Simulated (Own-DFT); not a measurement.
# Which arrangement is lower? C34N2Si36, 72 atoms

Calculated results; nothing here was measured. The program, named Own-DFT, is a retired in-house plane-wave density functional code that no person has reviewed. Each row is one single-point run on a periodic cell that was not relaxed, without spin or spin-orbit coupling.

Settings of every run: PBE; PseudoDojo norm-conserving scalar-relativistic files; cutoff 42 hartree; 4 x 4 x 3 k mesh centred on Gamma; Fermi-Dirac smearing of 0.1 eV.

Known limits: not probed for a lower state with spin; forces on such cells passed a denser k mesh, each cell not checked; stress not checked against mesh or cutoff.

All cells hold the same atoms in the same cell, with vectors in Å (9.248, 0.000, 0.000); (-4.624, 8.009, 0.000); (0.000, 0.000, 10.068). Every atom was moved at random from its ideal site; u is the rms move along one axis. The defect's site can differ from row to row. E is the free energy of the cell above the lowest run. The arrangements:

- A: 4H SiC, with two N on a C site each, 3.1 Å apart
- B: 2H SiC, with two N on a C site each, 3.1 Å apart

| arrangement | u (Å) | E (eV) | P (GPa) |
|---|---|---|---|
| A | 0.0279 | 0.000 | 2.54 |
| A | 0.0286 | 0.090 | 2.58 |
| A | 0.0314 | 0.015 | 2.63 |
| A | 0.0460 | 3.961 | 3.79 |
| A | 0.0530 | 5.669 | 4.76 |
| A | 0.0533 | 6.168 | 4.91 |
| B | 0.0274 | 0.924 | 2.79 |
| B | 0.0317 | 1.627 | 3.15 |
| B | 0.0318 | 1.633 | 3.17 |
| B | 0.0477 | 5.361 | 4.44 |
| B | 0.0496 | 4.130 | 3.70 |
| B | 0.0499 | 5.441 | 4.46 |

Question: once the cost of the random moves is taken out, how do the arrangements rank?

## Worked answer

Fit E = a + b u², with one b for all and one a for each arrangement, and with residuals divided by u², since the noise grows with the moves. Then b = 2696 eV/Å², the scatter at u = 0.04 Å is 0.44 eV, and against A:

- B: 1.05 ± 0.19 eV (higher)

These are energies of unrelaxed cells. Relaxing the atoms lowers the strained arrangements most, so the gaps would shrink and small ones could change sign.
